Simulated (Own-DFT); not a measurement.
# What random displacements cost in 4H SiC, 72 atoms (C36Si36)

All numbers below are calculated, not measured. The program, named Own-DFT, is a retired in-house plane-wave density functional code that no person has reviewed. Each row is one single-point run on a periodic cell that was not relaxed, without spin or spin-orbit coupling.

Settings of every run: PBE; PseudoDojo norm-conserving scalar-relativistic files; cutoff 42 hartree; 4 x 4 x 3 k mesh centred on Gamma; Fermi-Dirac smearing of 0.1 eV.

Known limits, some of them of some rows only: some atoms lie very close together; forces on such cells passed a denser k mesh, each cell not checked; stress not checked against mesh or cutoff.

Cell vectors in Å: (9.248, 0.000, 0.000); (-4.624, 8.009, 0.000); (0.000, 0.000, 10.068). In each run every atom was moved at random and independently from its ideal site; u is the rms move along one axis. E is the free energy for each atom above the fitted value at u = 0, and F the rms of the force components.

```
run   u (Å)  E (meV/atom)  F (eV/Å)  largest force (eV/Å)  P (GPa)
  1  0.0279          27.6     0.779                  2.61     3.59
  2  0.0309          35.8     0.896                  3.75     3.79
  3  0.0331          40.4     0.961                  3.33     3.89
  4  0.0567         114.1     1.592                  6.26     5.48
  5  0.0610         131.9     1.740                  5.75     6.02
  6  0.0956         332.9     2.916                 10.25    11.50
  7  0.0995             ?         ?                     ?        ?
  8  0.1057         415.4     3.273                 13.81    12.64
```

## Worked fit

For small independent moves the energy grows as E = (3/2) K u², with K the mean stiffness felt by one atom. The runs with u up to 0.11 Å give K = 24.2 ± 0.3 eV/Å², with residuals divided by u² + 0.0006 Å², since the noise grows with the moves. The scatter is 2.3 meV/atom at u = 0.05 Å. The forces follow F = G u with G = 29.2 eV/Å²; no force at u = 0 is resolved. G exceeds K because the moves of its neighbours add to the force on an atom, and stiffness differs between atoms. The pressure follows P = 2.83 + 901 u² GPa: at fixed volume, shortened bonds push harder than stretched ones pull.

## Withheld run

Question: what energy and rms force should run 7 give?

The fit gives 359 ± 9 meV/atom and about 2.90 eV/Å. The calculation gave 414.2 meV/atom and 3.707 eV/Å. This run lies off the fit, by chance or by something that the fit leaves out.
